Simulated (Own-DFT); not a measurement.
# Computed records: Si$_{3}$N$_{4}$ (beta silicon nitride, atoms displaced)

All values are calculated (Own-DFT development build). A calculation, not a measurement: plane-wave PBE density functional theory by an unreviewed code, no spin, of a simulated periodic cell, stress positive in tension, free energy of the whole cell less one offset for each atom, forces on such cells moved up to 12 meV/angstrom on a denser k mesh; offsets are fitted by least squares, one for each functional and potential file, so energies compare only between cells with the same atoms and settings and are not formation energies; the far tail of each file's local potential was reset to the Coulomb form; each entry is a single point on an unrelaxed cell, so the pressure reflects the starting lattice, mostly measured values (interpolated for alloys), from which strain is counted, and rises with the displacements; printed positions are rounded, which can move forces by about a meV/angstrom; the program, named Own-DFT, is a retired in-house code; no spin-orbit coupling; before rounding, a Quantum ESPRESSO 7.3.1 run of the same cell and cutoff gave forces within 1 meV/angstrom rms on each cell, which checks the program and not the settings.

Settings shared by all entries: functional PBE; potential files PseudoDojo norm-conserving, scalar-relativistic, standard set; wave cutoff 42 hartree; occupations Fermi-Dirac; smearing width 0.1 eV; k mesh 2 x 2 x 4 centred on Gamma.

(1) Si$_{3}$N$_{4}$ (beta silicon nitride, atoms displaced)

```
Si3N4
1.0
     15.2120     0.0000     0.0000
     -7.6060    13.1740     0.0000
      0.0000     0.0000     5.8180
Si N Si N Si N Si N Si N Si N Si N Si N
6 8 6 8 6 8 6 8 6 8 6 8 6 8 6 8
Direct
  0.08797 0.38741 0.11887
  0.11352 0.20134 0.11958
  0.29755 0.41251 0.12800
  0.41222 0.11545 0.37662
  0.38923 0.30043 0.36767
  0.20123 0.08747 0.37576
  0.16786 0.01605 0.12919
  0.48483 0.15134 0.12889
  0.34688 0.33266 0.11999
  0.33412 0.48223 0.37809
  0.01482 0.34866 0.37310
  0.15243 0.17009 0.37332
  0.16543 0.33217 0.12154
  0.33137 0.16781 0.38137
  0.08900 0.38551 0.62344
  0.11595 0.20236 0.62712
  0.29906 0.41652 0.62465
  0.41505 0.11659 0.87169
  0.38473 0.29612 0.87729
  0.20256 0.08768 0.88147
  0.16530 0.01483 0.62812
  0.48417 0.14865 0.62699
  0.34898 0.33503 0.62614
  0.33308 0.48510 0.87186
  0.01652 0.35044 0.87343
  0.15027 0.16663 0.87114
  0.16799 0.33458 0.62028
  0.33484 0.16617 0.87279
  0.08721 0.88451 0.12193
  0.11510 0.70219 0.12271
  0.29808 0.91398 0.12532
  0.41152 0.61540 0.37781
  0.38458 0.79800 0.37326
  0.20214 0.58860 0.37283
  0.16606 0.51546 0.12955
  0.48467 0.65109 0.12888
  0.34949 0.83218 0.12257
  0.33694 0.98771 0.37564
  0.01583 0.85011 0.37692
  0.15088 0.66461 0.36872
  0.16645 0.83245 0.12974
  0.33242 0.66596 0.38049
  0.08646 0.88618 0.62564
  0.11406 0.70309 0.62681
  0.30097 0.91539 0.61946
  0.41380 0.61854 0.87906
  0.38340 0.79836 0.87967
  0.19756 0.58206 0.87353
  0.16388 0.51634 0.62226
  0.48276 0.64827 0.62291
  0.34742 0.83196 0.62882
  0.33212 0.98431 0.87865
  0.01778 0.85025 0.87932
  0.14950 0.66472 0.87894
  0.16639 0.83291 0.62537
  0.33176 0.66350 0.87821
  0.58693 0.38484 0.12528
  0.61687 0.20440 0.12427
  0.79611 0.41094 0.12037
  0.91151 0.11291 0.37733
  0.88315 0.29555 0.37106
  0.70534 0.08760 0.37525
  0.66643 0.01601 0.12671
  0.98450 0.14952 0.12559
  0.85084 0.33555 0.12071
  0.83205 0.48231 0.37862
  0.51477 0.35071 0.37814
  0.64648 0.16595 0.37210
  0.66562 0.33116 0.12979
  0.83186 0.16851 0.36953
  0.58436 0.38139 0.62296
  0.61297 0.20065 0.62076
  0.79740 0.41204 0.62974
  0.91379 0.11419 0.87234
  0.88349 0.29822 0.87236
  0.70236 0.08666 0.87124
  0.66438 0.01661 0.62224
  0.98545 0.15199 0.62415
  0.84955 0.33284 0.62841
  0.83381 0.48411 0.87932
  0.51563 0.34720 0.87071
  0.64822 0.16612 0.86834
  0.66453 0.33319 0.62375
  0.83111 0.16419 0.87695
  0.58690 0.88548 0.11751
  0.61635 0.70184 0.12511
  0.79803 0.91262 0.13020
  0.91195 0.61475 0.37592
  0.88732 0.80010 0.37987
  0.70117 0.58695 0.37740
  0.66818 0.51625 0.12542
  0.98671 0.64939 0.12745
  0.84912 0.83330 0.12351
  0.83413 0.98325 0.37668
  0.51384 0.84910 0.37350
  0.64883 0.66804 0.36856
  0.66667 0.83240 0.12956
  0.83413 0.66691 0.37300
  0.58591 0.88688 0.62642
  0.61704 0.70356 0.62693
  0.80019 0.91312 0.62289
  0.91450 0.61580 0.87681
  0.88349 0.79791 0.87628
  0.70381 0.58698 0.88051
  0.66489 0.51378 0.62647
  0.98330 0.65121 0.62138
  0.85110 0.83377 0.62200
  0.83202 0.98394 0.88027
  0.51709 0.85145 0.87271
  0.64812 0.66465 0.87147
  0.66846 0.83500 0.62448
  0.83509 0.66706 0.87466
```

* free energy of cell above offsets: -19.348 eV
* pressure: 5.55 GPa
* stress xx: -4.42 GPa
* stress yy: -4.86 GPa
* stress zz: -7.37 GPa
* stress yz: 0.26 GPa
* stress xz: -0.46 GPa
* stress xy: -0.23 GPa

Force:
```csv
element,x (eV/Å),y (eV/Å),z (eV/Å)
Si,0.708,-1.606,1.272
Si,0.295,1.388,0.965
Si,-1.139,-0.199,-1.119
Si,-0.798,1.429,-0.294
Si,-3.066,-1.387,1.569
Si,0.256,0.923,0.776
N,-0.546,-0.537,-0.262
N,0.115,-0.103,-0.631
N,1.098,0.129,0.616
N,0.121,1.677,-1.222
N,-0.279,0.255,-0.151
N,0.181,-1.251,-0.122
N,-0.061,0.524,-0.07
N,1.21,-0.022,-0.391
Si,-0.078,-0.723,-0.573
Si,-0.147,1.745,-1.333
Si,0.107,-2.056,0.773
Si,-0.852,-0.448,1.553
Si,-0.716,0.044,-1.454
Si,0.863,0.356,-1.005
N,-0.367,0.712,-0.036
N,-0.136,-0.096,-0.776
N,0.974,-0.035,-0.414
N,0.332,0.727,1.419
N,-0.93,-0.118,-0.377
N,0.587,-0.959,0.8
N,-0.215,-0.297,0.273
N,-0.685,-0.129,0.279
Si,1.112,0.044,1.342
Si,0.554,0.585,0.688
Si,-0.439,-0.872,0.087
Si,-0.104,-0.22,-0.35
Si,0.125,-1.255,0.804
Si,0.891,-0.031,0.49
N,-0.263,-0.07,-0.758
N,0.331,-0.079,-0.242
N,-1.276,1.359,1.098
N,0.179,-1.28,-0.476
N,-0.044,0.441,-0.498
N,-1.282,0.669,1.188
N,0.126,0.605,-0.139
N,-0.126,0.398,-0.251
Si,1.532,-0.694,0.169
Si,0.977,0.056,-0.696
Si,-1.418,-1.273,1.454
Si,-0.03,-1.149,-0.482
Si,1.162,-2.053,-1.297
Si,1.193,1.887,0.47
N,-0.16,-0.588,-0.202
N,1.18,0.694,0.829
N,0.122,0.722,-0.765
N,0.676,0.587,-0.926
N,-1.79,-0.439,-0.914
N,-0.111,-0.333,-1.136
N,0.08,0.859,-0.105
N,-1.182,1.388,0.017
Si,0.812,-0.389,-0.396
Si,-0.609,-0.895,-0.613
Si,-0.415,0.187,1.653
Si,-0.393,1.573,-0.646
Si,0.388,1.366,0.434
Si,-1.9,0.46,-0.498
N,-0.252,-0.202,-0.562
N,-0.511,-0.722,-0.054
N,-0.132,-0.058,0.472
N,0.431,0.505,-0.625
N,0.903,0.538,-1.429
N,2.055,-1.227,0.15
N,-0.435,1.529,-0.343
N,1.666,-1.371,0.318
Si,1.137,1.163,0.589
Si,0.172,1.382,0.18
Si,-0.864,-0.503,-0.642
Si,-1.245,0.488,0.747
Si,1.537,-1.276,0.497
Si,-0.449,0.676,0.753
N,0.013,-0.277,0.072
N,-0.162,-0.699,0.007
N,-0.684,0.558,-1.28
N,0.227,0.56,-0.662
N,-0.532,0.184,1.346
N,0.902,-0.744,0.907
N,0.912,-0.47,0.118
N,0.864,1.018,-0.304
Si,1.156,-0.452,1.796
Si,-1.584,0.978,-0.896
Si,-1.017,-0.934,-0.982
Si,-0.367,-0.467,-0.515
Si,0.208,-1.865,-1.644
Si,0.581,0.74,0.241
N,-0.578,-0.824,0.509
N,-1.083,-0.527,-0.212
N,0.024,0.522,0.827
N,0.328,0.806,0.115
N,0.393,0.7,-0.148
N,1.917,-1.452,1.751
N,-0.24,0.583,-0.313
N,-0.792,0.324,0.132
Si,1.545,-0.912,-1.375
Si,-1.615,0.472,-1.051
Si,-1.462,-0.656,1.381
Si,-0.42,-0.003,-0.006
Si,1.36,-0.738,-0.018
Si,0.026,0.385,-1.449
N,-0.365,0.332,0.127
N,0.678,-0.148,0.865
N,-0.57,0.754,1.034
N,0.766,0.026,-0.907
N,-1.489,-0.457,0.092
N,1.204,-0.637,0.779
N,-0.404,0.063,0.136
N,-0.48,0.132,0.084
```

(2) Si$_{3}$N$_{4}$ (beta silicon nitride, atoms displaced)

```
Si3N4
1.0
     15.2120     0.0000     0.0000
     -7.6060    13.1740     0.0000
      0.0000     0.0000     5.8180
Si N Si N Si N Si N Si N Si N Si N Si N
6 8 6 8 6 8 6 8 6 8 6 8 6 8 6 8
Direct
  0.08564 0.38497 0.12384
  0.11422 0.20215 0.12458
  0.29745 0.41165 0.12515
  0.41088 0.11552 0.37702
  0.38480 0.29737 0.37439
  0.20413 0.09009 0.37532
  0.16646 0.01658 0.12979
  0.48636 0.15250 0.12052
  0.35176 0.33625 0.12441
  0.33321 0.48349 0.37002
  0.01476 0.34826 0.37267
  0.14982 0.16438 0.37721
  0.16380 0.33153 0.12491
  0.33456 0.16775 0.37800
  0.08735 0.38387 0.62534
  0.11541 0.20297 0.63161
  0.29663 0.41286 0.62451
  0.41483 0.11675 0.87719
  0.38572 0.29888 0.87705
  0.20263 0.08600 0.87884
  0.16914 0.01612 0.62754
  0.48331 0.14857 0.62661
  0.34993 0.33389 0.62606
  0.33603 0.48665 0.87515
  0.01494 0.35061 0.87463
  0.14937 0.16791 0.87496
  0.16706 0.33416 0.62552
  0.33352 0.16721 0.87851
  0.08850 0.88756 0.12814
  0.11675 0.70244 0.12626
  0.29765 0.91271 0.12948
  0.41089 0.61397 0.37477
  0.38438 0.79863 0.37582
  0.19986 0.58654 0.37796
  0.16808 0.51631 0.12057
  0.48654 0.65201 0.12530
  0.34996 0.83447 0.12769
  0.33474 0.98534 0.37527
  0.01656 0.85121 0.36932
  0.15131 0.66618 0.37521
  0.16543 0.83409 0.13121
  0.33468 0.66891 0.37631
  0.08574 0.88505 0.62353
  0.11592 0.70495 0.62454
  0.29731 0.91350 0.63075
  0.41296 0.61459 0.87209
  0.38549 0.79706 0.87257
  0.20354 0.58785 0.87776
  0.16715 0.51421 0.62252
  0.48462 0.65142 0.62298
  0.34932 0.83366 0.62078
  0.33336 0.98212 0.87958
  0.01274 0.84520 0.88041
  0.15009 0.66494 0.87149
  0.16752 0.83532 0.62513
  0.33155 0.66494 0.86965
  0.58525 0.38375 0.12028
  0.61765 0.20364 0.12786
  0.79986 0.41433 0.12217
  0.91531 0.11770 0.37674
  0.88362 0.29616 0.37272
  0.70383 0.08743 0.37123
  0.66288 0.01533 0.12265
  0.98623 0.15339 0.11946
  0.84970 0.33313 0.12332
  0.83486 0.48435 0.37831
  0.51621 0.34965 0.37312
  0.65060 0.16489 0.37582
  0.66749 0.33412 0.12271
  0.83100 0.16788 0.37264
  0.58763 0.38525 0.62819
  0.61298 0.19942 0.62991
  0.79813 0.41531 0.62960
  0.91523 0.11857 0.87625
  0.88748 0.29828 0.87913
  0.70368 0.08574 0.87955
  0.66683 0.01615 0.62406
  0.98583 0.15203 0.62716
  0.84618 0.33213 0.62243
  0.83203 0.48414 0.87518
  0.51626 0.34837 0.87645
  0.65118 0.16516 0.88188
  0.66529 0.33136 0.63262
  0.83514 0.16601 0.86990
  0.58681 0.88366 0.12649
  0.61656 0.70097 0.12757
  0.79668 0.91395 0.12592
  0.91251 0.61538 0.37525
  0.88560 0.79590 0.37635
  0.70401 0.58965 0.37081
  0.66605 0.51449 0.12580
  0.98371 0.65027 0.12585
  0.84778 0.83329 0.12810
  0.83316 0.98551 0.37568
  0.51332 0.84772 0.37542
  0.65173 0.66630 0.37276
  0.66644 0.83166 0.12387
  0.83347 0.66719 0.36832
  0.58786 0.88532 0.62566
  0.61763 0.70281 0.62422
  0.79882 0.91257 0.62644
  0.91282 0.61430 0.88027
  0.88364 0.79704 0.87468
  0.70322 0.58760 0.88372
  0.66509 0.51373 0.62913
  0.98364 0.64991 0.62393
  0.84989 0.83522 0.62673
  0.83283 0.98540 0.87334
  0.51590 0.84945 0.86903
  0.65168 0.66852 0.88111
  0.66848 0.83444 0.62454
  0.83519 0.66714 0.87637
```

- free energy of cell above offsets: -20.057 eV
- pressure: 5.31 GPa
- stress xx: -5.13 GPa
- stress yy: -5.01 GPa
- stress zz: -5.8 GPa
- stress yz: 0.07 GPa
- stress xz: -0.06 GPa
- stress xy: -0.11 GPa

Force:
```csv
element,x (eV/Å),y (eV/Å),z (eV/Å)
Si,1.106,0.104,0.172
Si,0.543,0.677,0.581
Si,-1.203,0.005,-0.645
Si,1.147,0.288,-0.781
Si,0.435,0.222,0.317
Si,0.651,-0.532,0.775
N,-0.268,0.149,-0.348
N,-0.179,-0.364,1.437
N,-0.031,-0.089,0.245
N,0.211,0.109,0.84
N,-0.213,0.222,0.457
N,-0.914,0.462,-0.049
N,0.745,0.871,-0.009
N,-0.682,0.015,-0.137
Si,-0.019,0.089,-0.461
Si,0.128,0.748,-1.421
Si,0.235,0.183,0.06
Si,-1.005,-0.73,0.008
Si,0.226,-0.891,-0.438
Si,0.055,1.216,-0.429
N,-0.697,-0.221,-0.244
N,0.059,-0.145,-0.299
N,-0.317,0.49,-0.14
N,0.082,-1.531,-0.101
N,0.64,0.445,-0.21
N,1.596,-1.416,0.698
N,0.033,-0.506,0.059
N,-0.017,-0.038,0.019
Si,0.446,-1.065,-1.048
Si,-0.758,0.704,-0.483
Si,-0.447,-0.548,-0.094
Si,-0.01,1.081,-0.441
Si,0.448,-0.895,-0.313
Si,1.974,0.583,-0.646
N,-0.655,-0.711,1.143
N,-0.508,-0.771,-0.068
N,0.018,0.101,-0.894
N,0.088,-0.047,0.59
N,-0.746,-0.123,1.409
N,-0.69,0.012,0.189
N,0.706,-0.303,-0.2
N,-0.727,-1.271,-0.136
Si,0.678,-0.243,0.759
Si,-0.087,-0.031,0.005
Si,0.19,-0.265,-0.846
Si,-0.139,1.294,0.593
Si,-0.409,-0.42,0.167
Si,0.098,-0.131,-1.206
N,-0.537,0.011,0.682
N,0.864,-0.242,-0.038
N,-0.605,0.649,1.126
N,0.214,1.517,-0.022
N,0.704,1.325,-0.796
N,-0.434,0.111,0.48
N,-0.502,-0.451,0.078
N,0.84,0.874,0.282
Si,1.766,-0.156,1.291
Si,-0.388,0.481,0.039
Si,-1.041,-1.26,1.081
Si,-1.411,-0.23,-0.516
Si,-0.577,0.449,0.779
Si,-0.662,-0.298,0.772
N,0.313,-0.798,0.746
N,-0.306,-0.61,1.446
N,-0.189,0.724,0.084
N,0.156,0.458,-0.656
N,-0.595,0.048,0.386
N,-0.457,-0.098,0.44
N,0.142,0.33,0.237
N,2.17,-0.594,-0.128
Si,0.829,-0.871,-0.825
Si,0.958,1.079,-0.2
Si,-0.564,-2.276,-0.975
Si,-0.747,-1.353,-0.51
Si,-1.752,-1.12,-1.62
Si,-0.087,0.929,-1.369
N,-0.22,-0.156,0.023
N,0.138,-0.092,-0.413
N,0.854,0.431,0.78
N,0.606,1.068,0.435
N,-1.266,-0.075,-0.604
N,0.162,-0.462,-0.762
N,0.083,0.416,-0.308
N,-0.692,0.656,0.406
Si,0.218,-0.571,-0.268
Si,-1.419,1.366,-0.163
Si,-0.063,-0.579,-0.23
Si,-0.188,-0.143,0.094
Si,-0.911,0.73,-0.466
Si,0.435,-1.444,1.252
N,-0.343,0.176,0.348
N,1.077,-0.027,0.287
N,0.331,0.279,-0.158
N,0.571,0.673,0.063
N,0.791,0.859,-0.01
N,0.136,-0.37,0.865
N,-0.345,0.62,0.195
N,0.336,-0.297,0.402
Si,0.608,-0.195,-0.852
Si,-1.058,0.699,0.4
Si,-1.191,0.475,-0.22
Si,-0.377,0.644,-1.008
Si,-0.209,-0.324,0.882
Si,0.322,0.278,-1.529
N,-0.19,1.747,-0.395
N,0.482,0.108,0.48
N,1.006,-0.446,-0.457
N,0.623,0.569,0.474
N,-0.351,0.058,1.161
N,1.105,-1.145,-1.242
N,-0.173,-0.498,-0.084
N,-0.809,-0.444,-0.106
```
